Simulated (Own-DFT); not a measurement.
# Computed records: GaN (wurtzite, strained, atoms displaced)

All values are calculated (Own-DFT development build). A calculation, not a measurement: plane-wave PBE density functional theory by an unreviewed code, no spin, of a simulated periodic cell, stress positive in tension, free energy of the whole cell less one offset for each atom, forces on such cells passed a denser k mesh, this cell's mesh not checked; offsets are fitted by least squares, one for each functional and potential file, so energies compare only between cells with the same atoms and settings and are not formation energies; the far tail of each file's local potential was reset to the Coulomb form; each entry is a single point on an unrelaxed cell, so the pressure reflects the starting lattice, mostly measured values (interpolated for alloys), from which strain is counted, and rises with the displacements; printed positions are rounded, which can move forces by about a meV/angstrom; the program, named Own-DFT, is a retired in-house code; no spin-orbit coupling.

Settings shared by all entries: functional PBE; potential files PseudoDojo norm-conserving, scalar-relativistic, standard set with the stringent files for Ga; wave cutoff 96 hartree; occupations Gaussian; smearing width 0.01 eV; k mesh 3 x 4 x 3 centred on Gamma.

(1) GaN (wurtzite, strained, atoms displaced)

```
GaN
1.0
     12.7560     0.0000     0.0000
     -4.7835     8.2853     0.0000
      0.0000     0.0000    10.2404
Ga N Ga N Ga N Ga N Ga N Ga N Ga N Ga N Ga N Ga N Ga N Ga N Ga N Ga N Ga N Ga N Ga N Ga N Ga N Ga N Ga N Ga N Ga N Ga N
2 2 2 2 2 2 2 2 2 2 2 2 2 2 2 2 2 2 2 2 2 2 2 2 2 2 2 2 2 2 2 2 2 2 2 2 2 2 2 2 2 2 2 2 2 2 2 2
Direct
  0.07863 0.22242 0.00270
  0.17034 0.11080 0.24904
  0.08137 0.21910 0.19182
  0.16270 0.10295 0.43714
  0.08808 0.22959 0.50255
  0.17107 0.11360 0.75274
  0.08128 0.21816 0.68827
  0.16902 0.11738 0.93778
  0.07742 0.55289 0.00316
  0.17272 0.44929 0.24389
  0.09177 0.56481 0.19514
  0.16945 0.43784 0.44171
  0.08506 0.55893 0.50177
  0.16840 0.44484 0.75257
  0.07659 0.54377 0.68670
  0.16528 0.44988 0.92859
  0.08363 0.89393 0.99916
  0.17579 0.78403 0.24450
  0.08321 0.88932 0.18510
  0.16396 0.77674 0.44032
  0.09028 0.88581 0.50046
  0.16813 0.78459 0.74979
  0.08562 0.90004 0.69590
  0.17498 0.78179 0.93327
  0.32215 0.21749 0.00520
  0.41562 0.11310 0.24679
  0.32870 0.21912 0.18436
  0.41252 0.10668 0.44681
  0.33030 0.21437 0.49971
  0.41804 0.10921 0.75297
  0.32577 0.21895 0.69072
  0.41764 0.10415 0.94583
  0.32921 0.55649 0.99026
  0.41864 0.44735 0.24992
  0.33300 0.55528 0.17499
  0.41840 0.44834 0.44447
  0.32975 0.56136 0.50039
  0.41303 0.44665 0.74570
  0.33814 0.56347 0.68360
  0.41657 0.44091 0.93863
  0.33195 0.89218 0.00212
  0.41449 0.77943 0.25924
  0.32546 0.88305 0.18846
  0.41879 0.78602 0.44202
  0.32730 0.88305 0.50200
  0.42384 0.78333 0.75196
  0.33034 0.89101 0.69006
  0.41474 0.77762 0.94387
  0.57858 0.22283 0.99751
  0.66411 0.10566 0.25307
  0.57974 0.21502 0.18975
  0.67311 0.11850 0.43658
  0.58372 0.21600 0.50280
  0.65798 0.11679 0.75200
  0.59044 0.22441 0.68807
  0.66645 0.12310 0.94205
  0.58588 0.55143 0.00420
  0.66562 0.44297 0.23982
  0.57845 0.55280 0.19802
  0.66872 0.45187 0.43286
  0.59012 0.56633 0.50214
  0.67931 0.45779 0.74408
  0.58125 0.54995 0.68535
  0.66386 0.44344 0.93781
  0.58402 0.88142 0.99618
  0.66861 0.77802 0.24289
  0.58030 0.89032 0.19141
  0.66678 0.77574 0.44334
  0.58478 0.88878 0.50173
  0.66341 0.78989 0.75372
  0.59165 0.88693 0.68807
  0.66761 0.77852 0.94263
  0.83970 0.22329 0.00174
  0.90881 0.10636 0.25212
  0.82585 0.21939 0.19089
  0.91581 0.10900 0.43675
  0.83809 0.22230 0.50675
  0.91696 0.11536 0.74166
  0.83756 0.22270 0.69198
  0.92469 0.11532 0.93543
  0.84407 0.56704 0.00440
  0.92874 0.46549 0.25072
  0.83195 0.55533 0.18906
  0.92567 0.44499 0.43342
  0.82177 0.54838 0.50139
  0.91413 0.44800 0.74279
  0.83277 0.55212 0.69551
  0.92270 0.44927 0.94981
  0.82376 0.88853 0.00721
  0.91761 0.77525 0.25351
  0.82738 0.88971 0.18926
  0.92667 0.79220 0.43550
  0.82922 0.87802 0.49507
  0.91694 0.77980 0.74580
  0.84373 0.90249 0.69201
  0.91439 0.77329 0.93655
```

| Property | Result |
| --- | --- |
| free energy of cell above offsets | -3.056 eV |
| pressure | 9.97 GPa |
| stress xx | -10.38 GPa |
| stress yy | -7.18 GPa |
| stress zz | -12.34 GPa |
| stress yz | 0.47 GPa |
| stress xz | -0.39 GPa |
| stress xy | -1.28 GPa |

Force:
```csv
element,x (eV/Å),y (eV/Å),z (eV/Å)
Ga,1.402,0.77,-0.044
Ga,-1.544,-0.344,0.533
N,-0.243,0.332,-0.219
N,0.428,0.893,0.175
Ga,-0.132,-2.309,-0.422
Ga,-1.842,0.256,-0.033
N,0.831,1.071,0.298
N,-1.316,-0.884,0.414
Ga,2.392,1.786,-0.266
Ga,-0.115,-1.154,0.961
N,-0.174,-0.586,-1.088
N,-1.014,1.976,-1.314
Ga,0.5,-0.898,-0.394
Ga,-0.354,-0.353,-2.262
N,0.485,1.84,0.415
N,-0.09,-0.634,2.793
Ga,0.223,-0.514,-0.837
Ga,-3.269,-0.855,1.498
N,0.171,-0.382,0.501
N,1.47,-0.512,-0.897
Ga,-1.999,1.16,0.899
Ga,-0.401,-1.244,-0.115
N,0.479,-1.966,-1.216
N,-1.819,-0.658,1.235
Ga,2.115,1.117,-1.607
Ga,-0.003,-0.399,0.796
N,1.039,0.77,1.604
N,0.99,0.095,-1.281
Ga,-0.794,1.278,0.236
Ga,-0.8,0.919,0.041
N,2.304,0.843,-0.382
N,-1.589,1.136,-1.171
Ga,0.82,-0.515,0.084
Ga,-1.565,-0.702,0.753
N,0.393,0.508,2.035
N,-0.2,-0.265,-0.701
Ga,1.549,-0.553,-0.513
Ga,1.139,-0.68,0.4
N,-0.757,0.093,1.274
N,-0.271,0.381,-0.093
Ga,0.857,-0.93,-0.159
Ga,0.36,-0.379,-2.151
N,3.025,2.065,-0.002
N,-0.005,-0.534,0.433
Ga,0.238,0.854,0.156
Ga,-1.132,-0.275,0.054
N,1.5,-0.203,-0.115
N,0.658,0.679,-1.1
Ga,0.781,0.49,0.831
Ga,-0.116,0.832,-0.779
N,-0.265,0.748,-0.016
N,-0.276,-0.965,1.398
Ga,-0.673,0.781,-1.198
Ga,3.805,-1.173,1.154
N,-2.757,1.204,-0.379
N,1.448,-1.613,-0.59
Ga,-1.279,-0.168,-0.536
Ga,0.131,-0.701,1.121
N,1.308,0.644,-1.612
N,-0.612,-1.436,0.238
Ga,-0.94,-2.119,-0.487
Ga,-3.623,-1.905,1.877
N,0.348,1.148,1.241
N,1.223,0.558,0.042
Ga,-1.883,1.736,1.239
Ga,-1.77,-0.365,1.625
N,0.359,-1.051,-0.337
N,-0.565,1.103,-1.5
Ga,0.335,0.717,-0.741
Ga,4.634,-2.531,0.405
N,-3.921,2.277,-0.513
N,-0.382,-0.958,-0.588
Ga,-1.097,-0.089,0.011
Ga,0.402,1.418,-0.06
N,1.229,1.074,-0.261
N,0.244,-0.16,0.97
Ga,-0.024,0.229,-1.478
Ga,1.156,0.253,1.48
N,-2.28,0.506,0.086
N,-1.928,-1.28,0.072
Ga,-0.98,-1.738,-0.724
Ga,-0.575,-2.407,-0.164
N,0.205,0.586,0.341
N,-1.816,0.06,1.423
Ga,2.741,1.161,-0.73
Ga,1.799,-1.17,1.84
N,0.881,2.071,-2.12
N,-1.808,-0.964,-1.846
Ga,2.604,1.011,-1.65
Ga,-0.244,0.754,-0.956
N,1.656,-0.413,0.389
N,-0.348,-2.102,1.188
Ga,0.615,2.158,1.081
Ga,0.063,0.742,0.751
N,-1.377,-2.65,-0.982
N,-0.37,1.603,0.23
```

(2) GaN (wurtzite, strained, atoms displaced)

```
GaN
1.0
     12.7560     0.0000     0.0000
     -4.7835     8.2853     0.0000
      0.0000     0.0000    10.2404
Ga N Ga N Ga N Ga N Ga N Ga N Ga N Ga N Ga N Ga N Ga N Ga N Ga N Ga N Ga N Ga N Ga N Ga N Ga N Ga N Ga N Ga N Ga N Ga N
2 2 2 2 2 2 2 2 2 2 2 2 2 2 2 2 2 2 2 2 2 2 2 2 2 2 2 2 2 2 2 2 2 2 2 2 2 2 2 2 2 2 2 2 2 2 2 2
Direct
  0.08315 0.22446 0.99457
  0.16308 0.11674 0.25067
  0.08466 0.21745 0.18390
  0.16531 0.10976 0.43463
  0.08009 0.21568 0.49548
  0.16207 0.10013 0.74880
  0.08451 0.21609 0.68720
  0.17185 0.10708 0.94525
  0.08223 0.56015 0.00467
  0.16198 0.43745 0.24047
  0.08661 0.55807 0.19632
  0.16836 0.44790 0.44436
  0.08962 0.56144 0.49340
  0.16482 0.43467 0.74237
  0.08176 0.55338 0.68806
  0.17291 0.44825 0.93781
  0.07637 0.88793 0.99677
  0.16400 0.77680 0.25257
  0.08041 0.88039 0.18192
  0.17238 0.78528 0.44112
  0.08258 0.88229 0.49125
  0.16664 0.77680 0.74970
  0.08245 0.89254 0.69064
  0.16481 0.77969 0.94842
  0.33225 0.22131 0.00028
  0.42093 0.11546 0.25115
  0.32920 0.22349 0.18615
  0.41693 0.11053 0.44023
  0.33296 0.22774 0.49450
  0.42128 0.11326 0.75027
  0.33243 0.22165 0.68893
  0.41569 0.10400 0.94878
  0.32829 0.55747 0.99548
  0.41150 0.44271 0.24837
  0.33403 0.55589 0.19331
  0.42075 0.45707 0.44963
  0.33237 0.55670 0.49751
  0.42335 0.45508 0.74340
  0.33772 0.55666 0.68828
  0.42494 0.44501 0.94069
  0.34106 0.89434 0.99714
  0.41306 0.77833 0.24643
  0.34204 0.89583 0.18831
  0.42282 0.77814 0.42776
  0.33647 0.89170 0.49736
  0.40873 0.77581 0.74226
  0.33869 0.90058 0.69252
  0.41974 0.77670 0.93373
  0.58127 0.22509 0.00128
  0.65685 0.10334 0.24458
  0.58077 0.22387 0.18635
  0.66272 0.10321 0.44042
  0.57920 0.21846 0.49641
  0.65942 0.10054 0.75124
  0.58268 0.22536 0.68748
  0.66550 0.12094 0.93659
  0.57510 0.55690 0.00052
  0.66464 0.44768 0.24168
  0.58032 0.55163 0.18738
  0.66624 0.44297 0.44142
  0.58665 0.55835 0.49147
  0.66321 0.44499 0.74633
  0.58200 0.55131 0.68493
  0.67438 0.44936 0.94684
  0.57432 0.88431 0.01156
  0.66532 0.78235 0.25377
  0.58440 0.88048 0.18720
  0.66511 0.77371 0.43531
  0.58714 0.89600 0.50025
  0.67193 0.77753 0.74435
  0.58846 0.89565 0.68578
  0.66612 0.77765 0.94056
  0.83222 0.21790 0.00296
  0.92224 0.11610 0.25114
  0.82884 0.22370 0.19369
  0.91654 0.10630 0.44331
  0.82752 0.22109 0.50039
  0.91543 0.11204 0.74952
  0.83502 0.21858 0.68535
  0.91394 0.10411 0.93679
  0.83509 0.56256 0.99784
  0.91622 0.45064 0.24547
  0.83614 0.55816 0.18810
  0.91700 0.45251 0.43597
  0.83812 0.56023 0.49009
  0.91638 0.45174 0.74564
  0.83560 0.55328 0.68896
  0.92119 0.45493 0.93144
  0.83118 0.89560 0.99151
  0.91867 0.77914 0.25677
  0.84232 0.88994 0.19031
  0.91005 0.76785 0.44319
  0.83359 0.89579 0.50029
  0.90831 0.76859 0.75882
  0.83622 0.89396 0.68667
  0.91478 0.76995 0.93771
```

| Quantity | Value |
| --- | --- |
| free energy of cell above offsets | -4.550 eV |
| pressure | 9.4 GPa |
| stress xx | -8.01 GPa |
| stress yy | -9.62 GPa |
| stress zz | -10.56 GPa |
| stress yz | 0.29 GPa |
| stress xz | -1.41 GPa |
| stress xy | 0.02 GPa |

Force:
```csv
element,x (eV/Å),y (eV/Å),z (eV/Å)
Ga,0.852,-0.498,-0.321
Ga,1.982,-1.786,-0.917
N,-1.557,1.033,-0.166
N,0.061,-0.176,0.416
Ga,0.325,0.992,0.969
Ga,0.881,1.861,0.709
N,-0.599,-0.055,0.1
N,-2.07,0.403,-1.26
Ga,0.334,-0.162,-0.798
Ga,0.842,0.813,1.458
N,-0.407,-0.596,-0.791
N,0.022,-1.256,-1.435
Ga,-1.139,-0.666,0.972
Ga,-0.174,1.009,0.404
N,0.917,0.461,-0.517
N,-2.071,-1.048,-0.483
Ga,1.145,-0.071,0.273
Ga,0.925,1.157,-0.991
N,-0.127,0.999,1.806
N,0.125,-0.667,-0.499
Ga,-1.079,0.829,1.78
Ga,-0.428,0.177,0.652
N,0.088,-2.305,-0.931
N,1.008,0.223,-1.266
Ga,0.871,0.345,-0.322
Ga,-1.339,-0.21,-0.327
N,0.576,-0.288,1.245
N,-0.776,0.324,-0.526
Ga,0.398,-0.131,1.116
Ga,-1.174,1.149,0.75
N,0.083,0.248,-0.035
N,-0.349,2.137,-1.813
Ga,2.419,0.124,0.815
Ga,0.945,0.212,0.708
N,-0.997,-0.037,-1.243
N,0.06,-1.739,-1.938
Ga,0.155,0.801,0.131
Ga,-0.284,-1.936,1.066
N,-1.407,0.187,-0.251
N,-3.197,-1.086,-1.389
Ga,-1.187,-1.931,0.674
Ga,0.746,-0.489,-0.085
N,-1.37,-0.395,-0.003
N,-0.998,0.31,2.241
Ga,0.75,-0.097,0.332
Ga,1.756,0.404,0.601
N,-0.566,-1.702,-1.083
N,-0.88,-0.118,0.099
Ga,0.355,0.681,-0.742
Ga,0.746,0.766,0.754
N,0.689,-0.031,0.766
N,-0.274,1.763,-1.378
Ga,0.688,0.85,0.612
Ga,0.452,2.323,0.019
N,0.715,-0.477,-0.029
N,0.852,-1.452,1.026
Ga,3.219,0.922,0.374
Ga,0.983,-0.058,0.957
N,-0.711,0.922,0.721
N,0.282,-0.173,-1.135
Ga,0.229,-0.484,0.94
Ga,1.327,-0.12,0.999
N,0.634,1.548,-0.336
N,-2.153,-0.468,-1.314
Ga,1.526,0.869,-3.317
Ga,2.201,-1.049,-1.114
N,-1.49,1.017,1.284
N,0.174,1.422,1.075
Ga,-0.015,-2.089,-0.061
Ga,-1.245,-0.125,0.746
N,-0.485,-2.254,0.122
N,-0.652,0.402,-0.62
Ga,-0.764,1.121,-0.729
Ga,-1.157,-0.936,-0.116
N,0.861,-0.399,-0.362
N,-0.801,1.439,-1.213
Ga,0.76,0.742,-0.475
Ga,0.436,0.29,-0.597
N,-1.131,0.642,0.702
N,0.152,2.186,-0.014
Ga,0.679,-1.484,0.867
Ga,0.248,-0.75,0.599
N,-0.848,0.23,-0.004
N,1.524,-1.222,-0.079
Ga,-1.255,-2.079,2.066
Ga,1.1,-1.576,0.15
N,-1.878,0.584,-0.981
N,0.312,-1.345,1.581
Ga,0.819,-2.361,1.962
Ga,0.03,-0.36,-1.1
N,-1.817,0.507,-0.477
N,0.307,3.088,-0.55
Ga,0.309,-1.889,-0.108
Ga,0.852,0.744,-2.45
N,0.26,-0.787,0.535
N,-1.134,2.157,0.518
```

(3) GaN (wurtzite, strained, atoms displaced)

```
GaN
1.0
     12.7560     0.0000     0.0000
     -4.7835     8.2853     0.0000
      0.0000     0.0000    10.2404
Ga N Ga N Ga N Ga N Ga N Ga N Ga N Ga N Ga N Ga N Ga N Ga N Ga N Ga N Ga N Ga N Ga N Ga N Ga N Ga N Ga N Ga N Ga N Ga N
2 2 2 2 2 2 2 2 2 2 2 2 2 2 2 2 2 2 2 2 2 2 2 2 2 2 2 2 2 2 2 2 2 2 2 2 2 2 2 2 2 2 2 2 2 2 2 2
Direct
  0.08178 0.21146 0.99879
  0.16777 0.11370 0.24701
  0.08095 0.22076 0.18759
  0.16724 0.11448 0.43535
  0.07837 0.21918 0.50122
  0.15992 0.10316 0.75426
  0.08514 0.22227 0.68575
  0.16160 0.11758 0.94315
  0.08283 0.55242 0.99585
  0.17155 0.43648 0.24791
  0.08832 0.55069 0.18641
  0.17133 0.46099 0.43959
  0.09819 0.56241 0.50158
  0.16456 0.44333 0.75192
  0.07255 0.55786 0.68110
  0.16981 0.44312 0.94042
  0.08383 0.88989 0.00429
  0.16430 0.77272 0.24740
  0.07728 0.89379 0.18896
  0.17107 0.78085 0.43546
  0.07113 0.88387 0.51142
  0.16446 0.78225 0.75044
  0.08508 0.88904 0.69344
  0.15843 0.77675 0.94348
  0.33545 0.23127 0.00167
  0.40774 0.09650 0.25335
  0.33929 0.21924 0.20029
  0.41520 0.11232 0.43847
  0.33335 0.21550 0.49504
  0.41924 0.11314 0.74638
  0.33508 0.21711 0.68539
  0.41925 0.12165 0.93777
  0.33599 0.56008 0.99731
  0.41632 0.44414 0.25724
  0.32541 0.55492 0.19018
  0.41197 0.43448 0.43361
  0.33256 0.55233 0.49058
  0.41679 0.44921 0.75146
  0.34305 0.56292 0.69198
  0.41525 0.44234 0.93104
  0.33907 0.88369 0.00315
  0.42236 0.78095 0.24601
  0.32217 0.87868 0.18971
  0.41839 0.77524 0.43568
  0.33843 0.90213 0.50054
  0.40773 0.77467 0.74406
  0.33844 0.89405 0.69197
  0.41952 0.78115 0.94020
  0.58117 0.23005 0.99661
  0.67156 0.11376 0.25725
  0.57882 0.21020 0.18799
  0.66634 0.11909 0.43468
  0.57906 0.21922 0.50631
  0.66332 0.10934 0.74767
  0.58661 0.23199 0.69068
  0.65901 0.10585 0.93949
  0.58321 0.56113 0.00610
  0.66305 0.43423 0.25055
  0.57655 0.54597 0.19046
  0.67228 0.44513 0.44042
  0.58502 0.55361 0.50505
  0.66218 0.44315 0.75323
  0.58195 0.54290 0.69641
  0.66875 0.44015 0.93768
  0.58869 0.89754 0.00630
  0.66805 0.77271 0.24952
  0.58428 0.89331 0.18601
  0.67279 0.78211 0.43516
  0.57829 0.88519 0.49749
  0.66604 0.77251 0.74583
  0.58955 0.89367 0.68428
  0.66556 0.77979 0.95003
  0.83312 0.21938 0.00480
  0.91598 0.11326 0.24322
  0.82824 0.21922 0.18144
  0.91270 0.11164 0.43496
  0.83283 0.22341 0.49854
  0.92216 0.11042 0.75627
  0.82804 0.20733 0.69220
  0.91351 0.10417 0.94402
  0.83192 0.55034 0.99688
  0.91921 0.44696 0.24462
  0.84581 0.57105 0.18603
  0.91344 0.44239 0.44051
  0.83279 0.55048 0.49351
  0.91781 0.45132 0.74524
  0.83684 0.55933 0.68868
  0.92725 0.44346 0.94085
  0.83289 0.89723 0.99924
  0.91550 0.78429 0.24578
  0.82651 0.87923 0.18775
  0.92687 0.78583 0.43493
  0.83274 0.88398 0.50272
  0.91204 0.76997 0.74737
  0.83865 0.88324 0.69584
  0.91589 0.77603 0.93899
```

| Property | Result |
| --- | --- |
| free energy of cell above offsets | -3.469 eV |
| pressure | 9.84 GPa |
| stress xx | -9.06 GPa |
| stress yy | -7.88 GPa |
| stress zz | -12.57 GPa |
| stress yz | -0.12 GPa |
| stress xz | 0.08 GPa |
| stress xy | 0.38 GPa |

Force:
```csv
element,x (eV/Å),y (eV/Å),z (eV/Å)
Ga,-2.451,2.363,0.976
Ga,0.112,-0.468,0.514
N,0.353,-0.233,-0.042
N,-0.533,-0.453,0.869
Ga,0.484,0.537,-1.236
Ga,1.259,1.446,-0.394
N,-0.234,0.089,0.912
N,3.313,-1.657,-0.995
Ga,1.363,0.833,1.105
Ga,-2.542,0.341,0.602
N,-0.744,-0.159,0.249
N,1.802,-3.301,-0.915
Ga,-3.586,0.998,-0.686
Ga,0.144,0.563,-0.415
N,2.975,0.696,1.315
N,-0.43,-0.305,-0.481
Ga,-1.017,-0.041,-0.373
Ga,-1.53,-0.512,0.419
N,1.637,-0.058,0.124
N,-0.618,0.601,1.063
Ga,3.446,1.621,-1.506
Ga,1.036,-0.704,0.673
N,-1.106,-0.022,0.019
N,2.134,0.244,-0.926
Ga,0.194,-1.145,0.442
Ga,1.376,0.524,-0.9
N,-1.785,0.684,-1.799
N,1.301,0.184,0.097
Ga,-1.74,0.396,0.957
Ga,-0.334,0.473,1.188
N,-1.269,0.597,0.336
N,-0.596,-1.434,0.052
Ga,0.045,-0.434,0.304
Ga,-0.455,-0.237,-2.186
N,3.09,0.673,-0.756
N,0.635,1.277,2.508
Ga,0.76,0.395,1.364
Ga,0.431,-1.676,-1.14
N,-1.847,-1.213,-1.502
N,0.201,1.024,2.202
Ga,-2.179,1.255,-0.531
Ga,-1.194,-0.449,0.262
N,2.04,0.894,-0.284
N,-0.74,0.461,0.095
Ga,-0.204,-2.349,-0.148
Ga,2.314,0.954,1.193
N,-1.368,-0.321,-0.758
N,0.544,-0.44,-0.664
Ga,0.879,-1.68,1.012
Ga,-1.086,-0.305,-1.921
N,-0.249,0.665,0.281
N,0.029,-1.053,2.041
Ga,0.643,0.774,-1.109
Ga,0.443,0.175,0.819
N,0.271,-1.537,-0.211
N,0.681,1.555,-0.485
Ga,0.342,-0.831,-1.002
Ga,0.491,0.366,-0.394
N,0.72,0.647,0.393
N,-1.784,-0.519,-0.211
Ga,-0.193,-0.031,-0.831
Ga,2.34,0.277,0.125
N,-1.45,2.086,-1.408
N,-0.862,1.511,0.518
Ga,-0.548,-0.715,-1.439
Ga,-1.133,-0.157,-0.315
N,0.749,-0.493,1.802
N,-0.957,-1.061,1.068
Ga,1.257,0.897,-0.125
Ga,-0.212,0.617,1.162
N,-0.853,-1.313,0.32
N,0.078,-0.211,-1.786
Ga,-0.871,0.31,-2.655
Ga,-0.22,-0.735,0.746
N,0.781,0.523,2.134
N,0.577,-0.356,0.152
Ga,-0.083,-0.176,0.765
Ga,-1.223,-0.208,-0.733
N,0.519,1.604,-0.335
N,0.198,1.938,-0.631
Ga,0.952,0.877,0.19
Ga,0.365,0.148,0.636
N,-1.21,-2.319,0.154
N,1.538,0.261,-0.871
Ga,0.616,1.302,0.788
Ga,-0.474,-2.268,1.003
N,-1.221,-1.276,-0.681
N,-2.727,-1.161,-1.096
Ga,0.976,-2.897,0.308
Ga,0.623,-0.092,0.564
N,0.064,1.818,-0.172
N,-2.913,-1.86,-0.051
Ga,0.458,0.89,-0.245
Ga,1.292,0.371,1.736
N,-1.752,0.882,-1.126
N,-0.344,0.247,-0.091
```
